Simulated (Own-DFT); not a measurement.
# Strain and stress in 4H SiC, 72 atoms (C36Si36)

All numbers below are calculated, not measured. They come from Own-DFT, an in-house plane-wave density functional program, since retired, whose code no person has reviewed. Each row is one single-point run on a periodic cell that was not relaxed, without spin or spin-orbit coupling.

Settings of every run: PBE; PseudoDojo norm-conserving scalar-relativistic files; cutoff 42 hartree; 4 x 4 x 3 k mesh centred on Gamma; Fermi-Dirac smearing of 0.1 eV.

Known limits: forces on such cells passed a denser k mesh, each cell not checked; stress not checked against mesh or cutoff.

Unstrained cell vectors in Å: (9.248, 0.000, 0.000); (-4.624, 8.009, 0.000); (0.000, 0.000, 10.068). The unstrained cell has measured lattice constants (interpolated for alloys), not those of this functional. That, the random moves and any unrelaxed bonds set the pressure at no strain. Each run strains this cell uniformly, with the atoms carried along. Every atom was also moved at random, by a Gaussian of width 0.05 Å on each axis. Strain is the symmetric tensor, in per cent. Stress is positive in tension, and the pressure is minus a third of its trace.

```
run  e_xx (%)  e_yy (%)  e_zz (%)  e_yz (%)  e_xz (%)  e_xy (%)  s_xx (GPa)  s_yy (GPa)  s_zz (GPa)  s_yz (GPa)  s_xz (GPa)  s_xy (GPa)  P (GPa)  E (meV/atom)
  1      1.71     -0.58      1.71     -0.32      1.77     -1.38        4.59       -5.15        3.22       -1.24        5.14       -6.09    -0.89          22.9
  2      0.10      0.47     -0.75     -1.08     -1.97      0.21       -4.17       -0.65      -12.33       -2.97       -6.64        0.67     5.72          32.1
  3     -0.78      0.97      0.40     -1.80     -1.23      1.43       -7.53       -0.29       -4.26       -5.62       -5.01        6.63     4.03          27.7
  4     -0.91     -1.72     -1.81      0.69     -0.62     -0.67       -9.42      -16.97      -21.08        2.63       -1.95       -2.88    15.82          28.3
  5      0.94     -0.06      1.94     -1.33     -1.78     -1.45        0.07       -3.41        4.33       -4.78       -6.65       -7.33    -0.33          36.6
  6      1.73     -1.54     -0.49      0.33     -1.97      0.09        2.08      -11.81      -10.77        1.06       -7.25       -0.37     6.84          49.5
  7      0.59      1.30     -0.94     -1.66      1.71     -0.07       -0.75        2.67      -12.96       -5.05        6.11        0.47     3.68          47.8
  8     -1.17     -1.96     -1.45      0.87     -0.92      1.66      -14.32      -19.66      -16.15        2.88       -2.45        8.39    16.71          55.1
  9     -1.04      0.70      0.87      1.41      1.56      0.46       -7.89       -4.42       -0.82        4.59        4.62        3.24     4.38          37.2
 10      0.32     -0.68      1.76     -0.66      0.15     -0.08       -2.78       -7.37        2.95       -2.14       -0.58       -0.47     2.40          20.2
 11     -1.62     -1.11      1.86      0.33      0.47     -0.42      -14.15      -13.15        3.42        1.87        1.58       -2.56     7.96          57.2
 12      1.76      1.40      1.31      1.06      1.64     -0.75        5.03        3.44        3.05        3.78        5.63       -2.27    -3.84          33.7
 13     -0.05     -0.26     -0.57     -1.36     -1.09      0.79       -5.79       -5.18      -10.64       -4.72       -3.43        3.40     7.20          24.6
 14      0.55      1.27      1.57     -0.34      1.92      0.10        0.15        2.96        3.15       -1.31        6.12        0.35    -2.09          15.8
 15      0.84      0.33      1.11     -1.45     -1.24     -0.59        0.65       -1.76        1.47       -4.41       -4.63       -2.29    -0.12           0.0
 16     -1.04     -1.64     -1.93     -1.51     -1.85     -0.15      -12.27      -17.61      -20.35       -5.11       -6.00       -0.87    16.74          56.5
 17     -0.63     -1.22     -0.26      0.92     -0.23      0.11           ?           ?           ?           ?           ?           ?        ?             ?
```

E is the free energy for each atom above the lowest run shown.

## Worked fit

Each stress component was fitted by least squares to a constant and the strains of the runs shown, as fractions, with shears doubled. Shear strains stay in the fit of a normal stress only where such slopes are resolved. The slopes, in GPa:

| stress | at no strain | per e_xx | per e_yy | per e_zz | scatter |
|---|---|---|---|---|---|
| s_xx | -4.6 | 499 ± 24 | 101 ± 23 | 28 ± 19 | 0.93 |
| s_yy | -5.3 | 152 ± 32 | 563 ± 31 | 29 ± 26 | 1.25 |
| s_zz | -7.2 | 15 ± 22 | 59 ± 22 | 630 ± 19 | 0.89 |

Each shear stress against twice its own strain: yz 167 ± 6, xz 171 ± 6, xy 231 ± 10 GPa. These are stiffnesses along x, y and z of the frame in which the cell vectors are given, which need not be the crystal's axes. The atoms are held to the strained lattice; where symmetry lets them move under strain, relaxing them would lower some slopes. The table should be nearly symmetric about its diagonal, and what it lacks of that shows the noise. A ninth of its sum, 231 ± 4 GPa, estimates the bulk modulus near the mean pressure of these runs, 5.3 GPa, so it lies above the value at zero pressure.

## Withheld run

Question: what normal stresses and pressure should run 17 give?

The fit gives s_xx = -9.1, s_yy = -13.2, s_zz = -9.7 and P = 10.7 GPa. The calculation gave -8.24, -13.88, -8.04 and P = 10.05 GPa.
